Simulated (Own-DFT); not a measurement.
GaN (wurtzite, strained, atoms displaced) (calculated)

Computed with Own-DFT development build. A calculation, not a measurement: plane-wave PBE density functional theory by an unreviewed code, no spin, of a simulated periodic cell, stress positive in tension, free energy of the whole cell less one offset for each atom, forces on such cells passed a denser k mesh, this cell's mesh not checked; offsets are fitted by least squares, one for each functional and potential file, so energies compare only between cells with the same atoms and settings and are not formation energies; the far tail of each file's local potential was reset to the Coulomb form; each entry is a single point on an unrelaxed cell, so the pressure reflects the starting lattice, mostly measured values (interpolated for alloys), from which strain is counted, and rises with the displacements; printed positions are rounded, which can move forces by about a meV/angstrom; the program, named Own-DFT, is a retired in-house code; no spin-orbit coupling.

Settings shared by all entries: functional PBE; potential files PseudoDojo norm-conserving, scalar-relativistic, standard set with the stringent files for Ga; wave cutoff 96 hartree; occupations Gaussian; smearing width 0.01 eV; k mesh 3 x 4 x 3 centred on Gamma.

```json
{"entry": 1, "formula": "GaN", "kind": "wurtzite, strained, atoms displaced", "structure": {"cell_angstrom": [[12.756, 0.0, 0.0], [-4.7835, 8.2853, 0.0], [0.0, 0.0, 10.4737]], "atoms_fractional": [["Ga", 0.09176, 0.23044, 0.00142], ["Ga", 0.16748, 0.10959, 0.2562], ["N", 0.08024, 0.21869, 0.18314], ["N", 0.16936, 0.11658, 0.43696], ["Ga", 0.07813, 0.22832, 0.48417], ["Ga", 0.1646, 0.10892, 0.75276], ["N", 0.07493, 0.21714, 0.68612], ["N", 0.16197, 0.10609, 0.93677], ["Ga", 0.08281, 0.55679, 0.99753], ["Ga", 0.15612, 0.43156, 0.24562], ["N", 0.07947, 0.5497, 0.18205], ["N", 0.16847, 0.45205, 0.43997], ["Ga", 0.08834, 0.55343, 0.49176], ["Ga", 0.16867, 0.44089, 0.74063], ["N", 0.08139, 0.54808, 0.68798], ["N", 0.1672, 0.44816, 0.9374], ["Ga", 0.07922, 0.88372, 0.00172], ["Ga", 0.16818, 0.785, 0.25072], ["N", 0.08482, 0.89204, 0.18633], ["N", 0.17109, 0.78829, 0.44351], ["Ga", 0.08718, 0.88786, 0.51108], ["Ga", 0.16898, 0.78198, 0.75074], ["N", 0.07779, 0.89302, 0.69672], ["N", 0.16735, 0.77484, 0.9441], ["Ga", 0.32574, 0.21708, 0.99565], ["Ga", 0.4255, 0.12338, 0.25347], ["N", 0.32756, 0.21723, 0.19235], ["N", 0.42455, 0.11882, 0.44353], ["Ga", 0.33112, 0.2235, 0.49672], ["Ga", 0.41742, 0.11615, 0.75026], ["N", 0.33185, 0.21544, 0.6862], ["N", 0.41938, 0.10665, 0.93758], ["Ga", 0.32781, 0.55191, 0.99274], ["Ga", 0.41664, 0.4448, 0.24583], ["N", 0.33825, 0.55798, 0.18651], ["N", 0.41783, 0.44561, 0.44265], ["Ga", 0.33645, 0.55108, 0.49383], ["Ga", 0.41429, 0.4479, 0.74745], ["N", 0.33214, 0.55652, 0.70019], ["N", 0.42105, 0.44241, 0.93808], ["Ga", 0.34125, 0.87992, 0.00158], ["Ga", 0.41515, 0.77697, 0.26013], ["N", 0.32659, 0.88028, 0.19479], ["N", 0.41602, 0.7806, 0.43574], ["Ga", 0.33001, 0.88635, 0.49732], ["Ga", 0.4209, 0.78972, 0.74847], ["N", 0.34014, 0.89312, 0.69067], ["N", 0.40826, 0.77442, 0.93829], ["Ga", 0.58382, 0.22384, 0.00211], ["Ga", 0.66743, 0.10732, 0.25285], ["N", 0.58592, 0.22721, 0.18385], ["N", 0.65972, 0.09874, 0.43333], ["Ga", 0.574, 0.21915, 0.5095], ["Ga", 0.66771, 0.11541, 0.75024], ["N", 0.5891, 0.22364, 0.68642], ["N", 0.67103, 0.1091, 0.93081], ["Ga", 0.58401, 0.55842, 0.00119], ["Ga", 0.65799, 0.4357, 0.25234], ["N", 0.57972, 0.55376, 0.18771], ["N", 0.66878, 0.4386, 0.42971], ["Ga", 0.58422, 0.55946, 0.5107], ["Ga", 0.66779, 0.44939, 0.75417], ["N", 0.58145, 0.5544, 0.69016], ["N", 0.66844, 0.44546, 0.93764], ["Ga", 0.58765, 0.89561, 0.0032], ["Ga", 0.67407, 0.78649, 0.24913], ["N", 0.58243, 0.88219, 0.18547], ["N", 0.6652, 0.77341, 0.44066], ["Ga", 0.58251, 0.8847, 0.50509], ["Ga", 0.66921, 0.77957, 0.74503], ["N", 0.58133, 0.88412, 0.6868], ["N", 0.66613, 0.77734, 0.93625], ["Ga", 0.84295, 0.23065, 0.99912], ["Ga", 0.91699, 0.11284, 0.25498], ["N", 0.83383, 0.22103, 0.18897], ["N", 0.91237, 0.11641, 0.43497], ["Ga", 0.83607, 0.22066, 0.4999], ["Ga", 0.91645, 0.12808, 0.74189], ["N", 0.83036, 0.21854, 0.69311], ["N", 0.91334, 0.11461, 0.93975], ["Ga", 0.83353, 0.5446, 0.00268], ["Ga", 0.9127, 0.43943, 0.25017], ["N", 0.82868, 0.55422, 0.1902], ["N", 0.91262, 0.44289, 0.44299], ["Ga", 0.83069, 0.55282, 0.49351], ["Ga", 0.9221, 0.4407, 0.75042], ["N", 0.83993, 0.56477, 0.68871], ["N", 0.92339, 0.45337, 0.92839], ["Ga", 0.82731, 0.88363, 0.00504], ["Ga", 0.9164, 0.7729, 0.25086], ["N", 0.83311, 0.89225, 0.19628], ["N", 0.91961, 0.78934, 0.44525], ["Ga", 0.83914, 0.88437, 0.49763], ["Ga", 0.9202, 0.78015, 0.7476], ["N", 0.83379, 0.88809, 0.6901], ["N", 0.91449, 0.78175, 0.93893]]}, "results": {"free_energy_of_cell_above_offsets [eV]": "-5.245", "pressure [GPa]": 5.18, "stress_xx [GPa]": -8.04, "stress_yy [GPa]": -4.6, "stress_zz [GPa]": -2.92, "stress_yz [GPa]": -0.3, "stress_xz [GPa]": 0.49, "stress_xy [GPa]": 0.26, "force_element": ["Ga", "Ga", "N", "N", "Ga", "Ga", "N", "N", "Ga", "Ga", "N", "N", "Ga", "Ga", "N", "N", "Ga", "Ga", "N", "N", "Ga", "Ga", "N", "N", "Ga", "Ga", "N", "N", "Ga", "Ga", "N", "N", "Ga", "Ga", "N", "N", "Ga", "Ga", "N", "N", "Ga", "Ga", "N", "N", "Ga", "Ga", "N", "N", "Ga", "Ga", "N", "N", "Ga", "Ga", "N", "N", "Ga", "Ga", "N", "N", "Ga", "Ga", "N", "N", "Ga", "Ga", "N", "N", "Ga", "Ga", "N", "N", "Ga", "Ga", "N", "N", "Ga", "Ga", "N", "N", "Ga", "Ga", "N", "N", "Ga", "Ga", "N", "N", "Ga", "Ga", "N", "N", "Ga", "Ga", "N", "N"], "force_x [eV/angstrom]": [-1.58, -0.554, 0.485, -0.999, 1.299, -0.541, 1.701, 0.203, 0.543, 1.223, -0.351, 1.304, -2.533, -1.005, 0.656, -0.283, 0.155, -0.503, -0.52, -0.739, -1.223, 0.159, 2.653, -0.093, 1.53, -0.837, 0.991, -2.533, 0.736, 0.856, -0.883, -0.807, 1.523, -0.262, -1.456, 0.702, -0.939, 0.802, 0.445, -1.215, -3.719, 0.245, 1.581, 0.249, 1.424, 0.352, -1.766, 3.748, 0.382, -0.383, 0.461, 0.283, 3.109, 0.115, -1.173, -0.674, 0.226, 0.237, 0.87, -1.211, 0.687, 1.001, 0.133, -0.037, -0.296, -1.381, -0.557, 0.43, 0.032, 0.056, 0.287, -0.459, -1.09, -0.209, -0.352, 1.446, -2.602, 1.846, -1.445, 1.751, -0.824, -0.074, 0.513, 1.39, -0.13, -1.655, -0.297, -0.443, 0.613, -0.131, 1.306, 2.891, -3.24, -1.939, -0.086, 0.406], "force_y [eV/angstrom]": [-1.074, -0.206, -0.593, -0.663, -0.751, 0.94, 0.778, 0.306, 0.049, 2.102, 0.533, -1.079, 1.197, -0.269, 1.432, -0.822, -0.011, -1.177, -0.452, -1.548, 0.797, -0.699, -0.067, 1.004, 0.104, -1.537, 0.561, -1.481, 0.029, -0.304, 0.91, 0.153, 0.484, -0.077, -0.57, -0.254, 1.184, -0.918, 0.844, -0.29, 1.963, -0.262, 1.703, -0.76, 1.192, -1.542, 0.166, -0.765, -0.298, -0.098, -1.308, 1.25, 1.103, -1.034, 0.56, 0.895, -0.202, 1.582, 0.525, 0.169, -0.683, -0.008, -0.089, -0.139, -0.956, -1.866, 0.863, 0.542, 0.185, 0.157, 0.826, -0.05, -0.389, -0.177, 0.054, -1.074, 0.17, -3.276, 1.378, -0.416, 1.611, 0.535, -0.43, 0.225, 0.672, 0.792, -1.625, -0.99, 1.187, 0.797, -0.019, -2.016, 1.338, -0.481, 0.903, -0.958], "force_z [eV/angstrom]": [-1.038, -1.025, 1.29, 0.739, 2.106, -0.433, -1.105, 0.242, 0.053, -0.194, 1.34, -1.49, 1.676, 1.143, -0.946, -0.686, -0.403, -0.1, 0.749, -0.848, -0.488, 0.615, -1.158, -0.895, 0.658, -0.298, -0.697, -1.257, 0.677, 0.466, -0.026, 0.304, 0.999, 0.378, 0.099, -0.781, 1.198, 0.808, -2.12, -0.343, 1.433, -2.348, -0.543, 1.88, 0.93, 0.99, -1.086, -1.212, -1.135, -0.674, 0.431, 1.398, -1.063, -0.104, 1.052, 1.516, 0.014, -0.789, 0.134, 2.08, -1.835, -0.531, 0.425, 0.436, -0.848, 0.898, 0.656, -0.25, -0.933, 0.932, 0.402, 0.007, 0.099, -1.526, -0.301, 0.289, 0.561, 2.308, -1.993, -0.44, -0.521, 0.255, -0.059, -0.997, 1.43, -1.174, -0.579, 1.665, -0.647, 0.173, -0.807, -1.761, 1.614, 1.432, -0.827, 0.333]}}
{"entry": 2, "formula": "GaN", "kind": "wurtzite, strained, atoms displaced", "structure": {"cell_angstrom": [[12.756, 0.0, 0.0], [-4.7835, 8.2853, 0.0], [0.0, 0.0, 10.4737]], "atoms_fractional": [["Ga", 0.08451, 0.21191, 0.98549], ["Ga", 0.16181, 0.11592, 0.24695], ["N", 0.0876, 0.22862, 0.18966], ["N", 0.17278, 0.11654, 0.43725], ["Ga", 0.08955, 0.22417, 0.49962], ["Ga", 0.15634, 0.10994, 0.75356], ["N", 0.08391, 0.2226, 0.69586], ["N", 0.1777, 0.11396, 0.93551], ["Ga", 0.08888, 0.56015, 0.00226], ["Ga", 0.16934, 0.44253, 0.24139], ["N", 0.08056, 0.55016, 0.1917], ["N", 0.17013, 0.444, 0.43507], ["Ga", 0.08805, 0.55862, 0.50124], ["Ga", 0.16113, 0.43677, 0.75789], ["N", 0.07602, 0.5539, 0.69839], ["N", 0.17718, 0.44498, 0.94447], ["Ga", 0.08302, 0.89384, 0.00049], ["Ga", 0.16582, 0.78146, 0.25048], ["N", 0.09202, 0.89934, 0.18797], ["N", 0.17057, 0.78726, 0.43751], ["Ga", 0.09155, 0.88133, 0.49618], ["Ga", 0.17123, 0.78756, 0.75971], ["N", 0.08584, 0.87823, 0.67926], ["N", 0.17357, 0.78399, 0.93851], ["Ga", 0.32742, 0.21553, 0.99118], ["Ga", 0.41568, 0.11967, 0.24939], ["N", 0.33096, 0.22529, 0.18844], ["N", 0.41089, 0.09209, 0.4412], ["Ga", 0.33533, 0.22136, 0.49301], ["Ga", 0.41401, 0.1091, 0.74827], ["N", 0.3315, 0.21795, 0.6898], ["N", 0.41623, 0.11561, 0.93635], ["Ga", 0.33265, 0.55006, 0.00891], ["Ga", 0.42327, 0.44978, 0.25417], ["N", 0.33572, 0.56045, 0.18756], ["N", 0.4217, 0.45538, 0.4313], ["Ga", 0.32659, 0.55247, 0.51247], ["Ga", 0.41106, 0.4382, 0.74828], ["N", 0.33499, 0.55735, 0.69703], ["N", 0.42376, 0.44517, 0.93989], ["Ga", 0.34161, 0.89142, 0.99901], ["Ga", 0.41374, 0.77997, 0.24124], ["N", 0.33806, 0.89884, 0.19168], ["N", 0.40896, 0.77519, 0.4351], ["Ga", 0.33604, 0.89037, 0.50109], ["Ga", 0.41365, 0.77407, 0.74547], ["N", 0.33957, 0.89965, 0.68852], ["N", 0.40945, 0.76818, 0.94081], ["Ga", 0.58464, 0.22457, 0.98831], ["Ga", 0.66262, 0.1094, 0.24998], ["N", 0.57503, 0.21143, 0.19465], ["N", 0.66601, 0.11023, 0.44019], ["Ga", 0.58097, 0.22341, 0.49593], ["Ga", 0.66474, 0.10913, 0.74788], ["N", 0.588, 0.2226, 0.68594], ["N", 0.66646, 0.10881, 0.93853], ["Ga", 0.58362, 0.55257, 0.99717], ["Ga", 0.66018, 0.43524, 0.2456], ["N", 0.58137, 0.5574, 0.19486], ["N", 0.65971, 0.43703, 0.43771], ["Ga", 0.58154, 0.55223, 0.5055], ["Ga", 0.67306, 0.44488, 0.75402], ["N", 0.58119, 0.55331, 0.68388], ["N", 0.66049, 0.44783, 0.94196], ["Ga", 0.58404, 0.88288, 0.99347], ["Ga", 0.67455, 0.78254, 0.24984], ["N", 0.58286, 0.88749, 0.19485], ["N", 0.66167, 0.76977, 0.42894], ["Ga", 0.58773, 0.89798, 0.49184], ["Ga", 0.65356, 0.76276, 0.74662], ["N", 0.57971, 0.88268, 0.68913], ["N", 0.66772, 0.78315, 0.93261], ["Ga", 0.83403, 0.22045, 0.00106], ["Ga", 0.91447, 0.11699, 0.2511], ["N", 0.83629, 0.21683, 0.18779], ["N", 0.91448, 0.10901, 0.44405], ["Ga", 0.83385, 0.22506, 0.50154], ["Ga", 0.91693, 0.11126, 0.75389], ["N", 0.83563, 0.2226, 0.69032], ["N", 0.9159, 0.11134, 0.93978], ["Ga", 0.84239, 0.57024, 0.00072], ["Ga", 0.91633, 0.44668, 0.24942], ["N", 0.8364, 0.57363, 0.19298], ["N", 0.91852, 0.43884, 0.44203], ["Ga", 0.83825, 0.55973, 0.49668], ["Ga", 0.90859, 0.43828, 0.75144], ["N", 0.83015, 0.55819, 0.6899], ["N", 0.91948, 0.4463, 0.92982], ["Ga", 0.8343, 0.89246, 0.99316], ["Ga", 0.91414, 0.77799, 0.25012], ["N", 0.82959, 0.89385, 0.1813], ["N", 0.90813, 0.77265, 0.43475], ["Ga", 0.82625, 0.89154, 0.49505], ["Ga", 0.92065, 0.78241, 0.75656], ["N", 0.82764, 0.88885, 0.68648], ["N", 0.91854, 0.77388, 0.93948]]}, "results": {"free_energy_of_cell_above_offsets [eV]": "-4.640", "pressure [GPa]": 5.2, "stress_xx [GPa]": -5.97, "stress_yy [GPa]": -7.41, "stress_zz [GPa]": -2.22, "stress_yz [GPa]": -0.04, "stress_xz [GPa]": -0.21, "stress_xy [GPa]": 0.65, "force_element": ["Ga", "Ga", "N", "N", "Ga", "Ga", "N", "N", "Ga", "Ga", "N", "N", "Ga", "Ga", "N", "N", "Ga", "Ga", "N", "N", "Ga", "Ga", "N", "N", "Ga", "Ga", "N", "N", "Ga", "Ga", "N", "N", "Ga", "Ga", "N", "N", "Ga", "Ga", "N", "N", "Ga", "Ga", "N", "N", "Ga", "Ga", "N", "N", "Ga", "Ga", "N", "N", "Ga", "Ga", "N", "N", "Ga", "Ga", "N", "N", "Ga", "Ga", "N", "N", "Ga", "Ga", "N", "N", "Ga", "Ga", "N", "N", "Ga", "Ga", "N", "N", "Ga", "Ga", "N", "N", "Ga", "Ga", "N", "N", "Ga", "Ga", "N", "N", "Ga", "Ga", "N", "N", "Ga", "Ga", "N", "N"], "force_x [eV/angstrom]": [-0.616, 1.573, -1.334, -0.84, -0.803, 2.929, -0.797, -3.62, -0.119, 0.021, 0.088, -0.856, -0.113, -0.159, 1.565, -2.203, 1.485, 1.143, -1.479, 1.796, -3.732, 0.665, -1.543, -0.759, 3.119, -0.714, -0.028, -0.333, 0.494, 0.712, -0.959, 0.845, 1.709, -1.457, 0.126, -0.629, 1.323, 1.023, -1.079, -1.724, -0.893, 0.56, -0.932, 1.226, 0.104, -0.111, -0.357, 1.272, -0.32, 0.634, 1.174, 0.228, 0.16, 0.634, -0.948, 0.054, -1.22, -0.021, 1.461, 0.91, 0.109, -1.675, 0.167, 3.139, -1.321, -1.679, 0.276, 0.035, -0.756, 1.025, -0.147, 0.938, -0.569, 2.023, -2.498, 0.553, 0.054, -0.941, -0.478, 0.877, -0.359, -0.319, 0.533, -0.382, -1.006, 0.243, 1.052, -0.249, -0.474, -0.001, 1.823, 1.085, 0.816, -0.569, 0.761, -0.421], "force_y [eV/angstrom]": [1.545, 0.184, -1.305, -1.133, -0.45, -1.088, -0.055, -2.107, -0.436, 0.974, 1.115, -0.103, -0.23, 1.918, 0.423, -1.192, -0.507, -0.061, -1.025, -2.478, 1.907, -1.137, 1.381, -0.136, 2.653, -1.16, 0.274, 3.928, 0.607, 1.391, 0.162, -0.714, 0.513, -0.39, -0.587, -1.269, 0.9, 0.113, -1.249, -0.571, 0.58, 0.084, -0.782, -0.311, -1.791, 1.06, -2.114, 0.619, -0.502, -0.339, 1.509, 1.389, -0.818, -0.536, 0.225, 0.3, 1.536, 1.017, 0.269, 0.968, 0.304, -0.363, -1.301, -0.229, 0.354, -0.924, 0.069, 0.887, -2.564, 1.705, 0.673, -1.203, 0.722, -0.918, 1.663, 0.99, -0.783, -0.695, -0.528, 0.173, -3.146, -0.355, -3.591, 1.335, -1.043, 0.849, 0.458, -0.037, -0.793, 2.606, 0.487, 1.272, -1.055, -0.399, -0.174, 2.59], "force_z [eV/angstrom]": [2.216, 0.888, -1.441, -0.092, 0.037, -1.57, -1.048, -0.857, -0.396, 1.203, -0.576, 0.357, 0.533, -0.129, -0.986, -0.639, 0.599, -0.277, -0.403, -0.887, 0.512, -1.429, 1.58, 1.226, 2.379, 0.6, -0.509, -1.128, 0.73, 0.226, -0.65, -0.191, -0.933, -1.029, 0.568, 2.348, -1.713, 0.71, -0.745, -0.613, 0.823, 1.544, -1.058, 0.446, 0.641, 1.053, -0.042, -0.705, 1.436, 0.068, -1.712, -0.616, 0.665, -0.019, 0.361, -0.214, 1.655, 0.702, -1.768, -0.409, -1.564, -0.573, 1.132, -0.706, 1.373, -0.468, -1.37, 1.722, 0.675, 0.114, -0.766, 0.164, -0.032, 0.641, -0.373, -0.93, 0.484, -1.032, -0.201, -0.531, 0.83, 0.369, -1.497, -0.818, 0.551, -0.948, -0.375, 2.511, 0.755, 0.5, -0.024, 0.253, 0.933, -2.245, 0.564, -0.447]}}
{"entry": 3, "formula": "GaN", "kind": "wurtzite, strained, atoms displaced", "structure": {"cell_angstrom": [[12.756, 0.0, 0.0], [-4.7835, 8.2853, 0.0], [0.0, 0.0, 10.4737]], "atoms_fractional": [["Ga", 0.08885, 0.21355, 0.0001], ["Ga", 0.1665, 0.11799, 0.24305], ["N", 0.08415, 0.23141, 0.19729], ["N", 0.17378, 0.11488, 0.4389], ["Ga", 0.08862, 0.22878, 0.50589], ["Ga", 0.1698, 0.11205, 0.75674], ["N", 0.08985, 0.23118, 0.69278], ["N", 0.161, 0.1105, 0.94705], ["Ga", 0.07884, 0.54984, 0.00466], ["Ga", 0.16198, 0.44456, 0.25973], ["N", 0.08344, 0.55694, 0.1901], ["N", 0.1661, 0.43652, 0.43646], ["Ga", 0.08763, 0.55583, 0.49542], ["Ga", 0.16596, 0.44415, 0.75814], ["N", 0.08187, 0.55597, 0.69503], ["N", 0.15718, 0.43505, 0.94312], ["Ga", 0.09099, 0.89316, 0.998], ["Ga", 0.17235, 0.78535, 0.25364], ["N", 0.08882, 0.89644, 0.18852], ["N", 0.16268, 0.77488, 0.43941], ["Ga", 0.08392, 0.88696, 0.50092], ["Ga", 0.16539, 0.78077, 0.75608], ["N", 0.08584, 0.88873, 0.69073], ["N", 0.17142, 0.78155, 0.93424], ["Ga", 0.33165, 0.22423, 0.99312], ["Ga", 0.41608, 0.10987, 0.25369], ["N", 0.3306, 0.21212, 0.18865], ["N", 0.41177, 0.11723, 0.44001], ["Ga", 0.32785, 0.21458, 0.50109], ["Ga", 0.41452, 0.11186, 0.74636], ["N", 0.34076, 0.21726, 0.69289], ["N", 0.41943, 0.1024, 0.93623], ["Ga", 0.3355, 0.55796, 0.9985], ["Ga", 0.41139, 0.43838, 0.24299], ["N", 0.32774, 0.54646, 0.18473], ["N", 0.41598, 0.44054, 0.44597], ["Ga", 0.32963, 0.54267, 0.50537], ["Ga", 0.41461, 0.44319, 0.75428], ["N", 0.32718, 0.54734, 0.68844], ["N", 0.41307, 0.4335, 0.94761], ["Ga", 0.32784, 0.8895, 0.99924], ["Ga", 0.41713, 0.77691, 0.24027], ["N", 0.32857, 0.89197, 0.18432], ["N", 0.4124, 0.77998, 0.44078], ["Ga", 0.33191, 0.88523, 0.50773], ["Ga", 0.41129, 0.77755, 0.74927], ["N", 0.32808, 0.88639, 0.69463], ["N", 0.4197, 0.77582, 0.9363], ["Ga", 0.58356, 0.21818, 0.99612], ["Ga", 0.66152, 0.10615, 0.24257], ["N", 0.58299, 0.22353, 0.18018], ["N", 0.67408, 0.11328, 0.44033], ["Ga", 0.58745, 0.23072, 0.49908], ["Ga", 0.66136, 0.10385, 0.75159], ["N", 0.57483, 0.21035, 0.6903], ["N", 0.6641, 0.09918, 0.9437], ["Ga", 0.5837, 0.56202, 0.0033], ["Ga", 0.66604, 0.44455, 0.25417], ["N", 0.57884, 0.54908, 0.18805], ["N", 0.66172, 0.44676, 0.43868], ["Ga", 0.58726, 0.56341, 0.49912], ["Ga", 0.66517, 0.45192, 0.7499], ["N", 0.58471, 0.56084, 0.68456], ["N", 0.67233, 0.44954, 0.93315], ["Ga", 0.59287, 0.89779, 0.99701], ["Ga", 0.67109, 0.78121, 0.25919], ["N", 0.58537, 0.88847, 0.18399], ["N", 0.66504, 0.77703, 0.43347], ["Ga", 0.58414, 0.8774, 0.49577], ["Ga", 0.67153, 0.78382, 0.75212], ["N", 0.5813, 0.89213, 0.69488], ["N", 0.67192, 0.78175, 0.93797], ["Ga", 0.83099, 0.22585, 0.00239], ["Ga", 0.91899, 0.10978, 0.24962], ["N", 0.83231, 0.22301, 0.18977], ["N", 0.91123, 0.1026, 0.44486], ["Ga", 0.83566, 0.2215, 0.50628], ["Ga", 0.91555, 0.10945, 0.7462], ["N", 0.82872, 0.21497, 0.69323], ["N", 0.9177, 0.11271, 0.94412], ["Ga", 0.83334, 0.55303, 0.0082], ["Ga", 0.91163, 0.42364, 0.24229], ["N", 0.83904, 0.56557, 0.18956], ["N", 0.91556, 0.44259, 0.43816], ["Ga", 0.83312, 0.55518, 0.49635], ["Ga", 0.92119, 0.44278, 0.74394], ["N", 0.83487, 0.57415, 0.6968], ["N", 0.91348, 0.43957, 0.93991], ["Ga", 0.83925, 0.89393, 0.99628], ["Ga", 0.91875, 0.77511, 0.24993], ["N", 0.82971, 0.88363, 0.18886], ["N", 0.91706, 0.78543, 0.43675], ["Ga", 0.84116, 0.89729, 0.50525], ["Ga", 0.92401, 0.77753, 0.75096], ["N", 0.83829, 0.89987, 0.68496], ["N", 0.91894, 0.7813, 0.94502]]}, "results": {"free_energy_of_cell_above_offsets [eV]": "-5.157", "pressure [GPa]": 5.22, "stress_xx [GPa]": -5.44, "stress_yy [GPa]": -7.84, "stress_zz [GPa]": -2.37, "stress_yz [GPa]": -0.01, "stress_xz [GPa]": 0.39, "stress_xy [GPa]": 0.48, "force_element": ["Ga", "Ga", "N", "N", "Ga", "Ga", "N", "N", "Ga", "Ga", "N", "N", "Ga", "Ga", "N", "N", "Ga", "Ga", "N", "N", "Ga", "Ga", "N", "N", "Ga", "Ga", "N", "N", "Ga", "Ga", "N", "N", "Ga", "Ga", "N", "N", "Ga", "Ga", "N", "N", "Ga", "Ga", "N", "N", "Ga", "Ga", "N", "N", "Ga", "Ga", "N", "N", "Ga", "Ga", "N", "N", "Ga", "Ga", "N", "N", "Ga", "Ga", "N", "N", "Ga", "Ga", "N", "N", "Ga", "Ga", "N", "N", "Ga", "Ga", "N", "N", "Ga", "Ga", "N", "N", "Ga", "Ga", "N", "N", "Ga", "Ga", "N", "N", "Ga", "Ga", "N", "N", "Ga", "Ga", "N", "N"], "force_x [eV/angstrom]": [-4.372, 0.453, 0.187, -2.279, -0.074, -0.186, -0.12, 3.327, 0.213, 0.67, -0.271, -0.501, -0.861, -0.493, 1.061, 1.3, -0.965, -1.186, -0.356, 0.853, -0.468, 0.407, -0.173, -1.135, 1.508, 0.068, -0.247, 2.244, 0.732, 1.813, -3.41, -1.392, -0.882, 0.403, -0.256, 0.083, 0.189, 0.609, 0.375, -0.042, 1.953, -0.475, 1.642, 1.04, -0.386, 0.879, 0.192, -0.45, -0.302, 0.255, 0.063, -1.465, -0.095, -0.168, 1.267, -0.134, 0.969, 0.108, 0.24, 1.302, -1.045, 0.709, -0.616, -0.906, -0.632, -0.522, -0.081, 1.318, -2.016, -0.397, 0.525, -0.153, 0.958, -0.607, 0.12, 0.931, -0.331, 0.579, -0.065, 0.064, -0.205, -0.467, -0.073, 0.447, -0.073, -2.022, 0.869, -0.014, -0.439, -0.026, 0.731, 0.714, -0.646, -1.302, 0.344, 1.07], "force_y [eV/angstrom]": [2.227, -0.515, -1.09, -1.07, -1.958, 0.14, -1.346, -0.882, 0.376, 0.755, 0.126, 1.211, -0.381, 0.427, 0.445, 0.779, -1.374, -0.787, -0.631, 0.262, 0.698, -0.81, 0.931, -1.176, -2.294, 0.199, 1.084, -1.29, 1.665, -1.537, 1.426, 1.121, -0.474, -0.175, 0.885, 0.25, 1.309, 0.143, 0.681, 2.521, -0.15, -0.253, -0.266, -0.993, 0.841, -0.34, 0.023, 0.232, 0.776, 0.601, -0.026, -0.522, -1.828, 1.134, 1.962, 3.502, -0.579, 0.053, 0.901, 0.301, -0.966, -0.822, 0.132, -0.65, -3.42, -0.726, -0.51, 0.068, 1.859, -0.187, -1.708, -0.426, -0.986, -0.699, -2.998, 2.51, -0.002, 1.158, 0.996, 0.451, 0.69, 4.447, -2.47, -0.031, 0.691, -0.187, -3.574, 0.844, -0.411, 1.612, 0.799, -0.957, -1.657, 1.933, -1.691, -0.35], "force_z [eV/angstrom]": [1.636, 1.414, -1.302, -0.285, -0.243, -0.824, -0.181, -2.119, -0.276, -1.892, 0.353, 1.195, 0.937, 0.117, -1.303, -0.129, 1.114, -0.166, -0.156, 0.086, -0.143, -1.006, -0.277, 1.126, 1.731, -0.232, -0.916, -0.149, 0.777, 1.516, -0.482, -0.267, 0.134, 1.226, 0.497, -1.092, -0.768, -0.371, 0.749, -1.754, 0.139, 0.856, 0.309, -0.659, -0.514, 0.297, -0.839, 0.43, -0.327, 1.38, 1.268, -0.711, 0.487, 0.277, -0.574, -1.416, -0.238, -1.088, 0.456, -0.057, 0.25, -0.043, 0.687, 1.062, 0.788, -2.479, 0.406, 1.628, 1.086, -0.286, -1.346, -0.085, -0.42, 0.553, -1.0, -1.126, -0.443, 1.522, -0.229, -0.799, -1.313, 1.913, 0.529, -0.047, 0.694, 1.171, -2.153, -0.378, 1.01, 0.03, -0.14, 0.27, -0.486, 1.381, 0.916, -0.874]}}
```
